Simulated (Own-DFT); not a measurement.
# Same atoms, different arrangement: As32Ga32, 64 atoms

Calculated results; nothing here was measured. They come from Own-DFT, an in-house plane-wave density functional program, since retired, whose code no person has reviewed. Each row is one single-point run on a periodic cell that was not relaxed, without spin or spin-orbit coupling.

Settings of every run: PBE; PseudoDojo norm-conserving scalar-relativistic files; cutoff 42 hartree; 3 x 3 x 3 k mesh centred on Gamma; Fermi-Dirac smearing of 0.1 eV.

Known limits, some of them of some rows only: not probed for a lower state with spin; forces on such cells failed a check on a denser k mesh; forces not confirmed at this smearing and k mesh; stress not checked against mesh or cutoff.

All cells hold the same atoms in the same cell, with vectors in Å (11.307, 0.000, 0.000); (0.000, 11.307, 0.000); (0.000, 0.000, 11.307). Every atom was moved at random from its ideal site; u is the rms move along one axis. The defect's site can differ from row to row. E is the free energy of the cell above the lowest run. The arrangements:

- A: zincblende GaAs
- B: zincblende GaAs, with one As on a Ga site and one Ga on an As site, 2.4 Å apart

| arrangement | u (Å) | E (eV) | P (GPa) |
|---|---|---|---|
| A | 0.0201 | 0.015 | 3.52 |
| A | 0.0206 | 0.000 | 3.51 |
| A | 0.0208 | 0.029 | 3.52 |
| A | 0.0459 | 1.346 | 3.78 |
| A | 0.0488 | 2.005 | 3.92 |
| A | 0.0488 | 2.187 | 3.98 |
| B | 0.0307 | 3.151 | 3.93 |
| B | 0.0315 | 3.262 | 3.99 |
| B | 0.0316 | 3.352 | 3.99 |
| B | 0.0471 | 4.356 | 4.20 |
| B | 0.0528 | 4.373 | 4.17 |
| B | 0.0539 | 5.206 | 4.45 |

Question: once the cost of the random moves is taken out, how do the arrangements rank?

## Worked answer

Fit E = a + b u², with one b for all and one a for each arrangement, and with residuals divided by u², since the noise grows with the moves. Then b = 928 eV/Å², the scatter at u = 0.04 Å is 0.17 eV, and against A:

- B: 2.70 ± 0.07 eV (higher)

These are energies of unrelaxed cells. Relaxing the atoms lowers the strained arrangements most, so the gaps would shrink and small ones could change sign.
